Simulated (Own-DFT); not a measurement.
# What a defect does to the pressure of its cell: B20 RuSi

Source: density functional calculations with Own-DFT, an unreviewed in-house program that is no longer used. Nothing was measured or relaxed, and spin and spin-orbit coupling are left out.

All runs used: PBE; PseudoDojo norm-conserving scalar-relativistic files; cutoff 50 hartree; 5 x 4 x 5 k mesh centred on Gamma; cold (Marzari-Vanderbilt) smearing of 0.2 eV.

Limits (not all hold for every row): not probed for a lower state with spin; forces on such cells failed a check on a denser k mesh; stress not checked against mesh or cutoff.

All runs share one cell, with vectors in Å (4.709, 0.000, 4.709); (0.000, 9.417, 0.000); (-4.709, 0.000, 4.709) and a volume of 417.6 Å³. Atoms were moved at random from their sites; u is the rms move along one axis. The defect's site can differ from row to row.

| cell | formula | u (Å) | P (GPa) |
|---|---|---|---|
| no defect | Ru16Si16 | 0.0222 | 4.87 |
| no defect | Ru16Si16 | 0.0479 | 6.99 |
| no defect | Ru16Si16 | 0.0537 | 6.59 |
| one Ru on a Si site | Ru17Si15 | 0.0319 | 9.14 |
| one Ru on a Si site | Ru17Si15 | 0.0471 | 10.06 |
| one Ru on a Si site | Ru17Si15 | 0.0494 | 10.35 |
| one Si vacancy | Ru16Si15 | 0.0310 | 2.49 |
| one Si vacancy | Ru16Si15 | 0.0320 | 2.17 |
| one Si vacancy | Ru16Si15 | 0.0562 | 4.15 |
| one Si on a Ru site | Ru15Si17 | 0.0269 | ? |
| one Si on a Ru site | Ru15Si17 | 0.0333 | 5.31 |
| one Si on a Ru site | Ru15Si17 | 0.0478 | 6.75 |
| one Si on a Ru site | Ru15Si17 | 0.0564 | 7.60 |
| one Ru vacancy | Ru15Si16 | 0.0293 | 2.81 |
| one Ru vacancy | Ru15Si16 | 0.0297 | 2.64 |
| one Ru vacancy | Ru15Si16 | 0.0513 | 4.63 |

## Working it out

P = P0 + c u² + a shift for each defect gives P0 = 4.40 GPa, c = 924 ± 83 GPa/Å² and a scatter of 0.28 GPa. The shifts, and each times the cell's volume:

- one Ru on a Si site: 3.70 ± 0.23 GPa, 9.6 eV
- one Si on a Ru site: 0.13 ± 0.23 GPa, 0.3 eV (not resolved)
- one Ru vacancy: -2.38 ± 0.23 GPa, -6.2 eV
- one Si vacancy: -3.04 ± 0.23 GPa, -7.9 eV

Positive is outwards. The product with the volume (160.2 GPa Å³ to the eV) is nearly free of the cell's size; divided by the bulk modulus at the cell's pressure it gives the volume that the defect adds. The atoms around the defects weren't relaxed, which would change these numbers.

## Prediction

The question: what pressure belongs in the blank (one Si on a Ru site, u = 0.0269 Å)?

The fitted form gives 5.20 ± 0.35 GPa. The hidden result is 5.41 GPa.
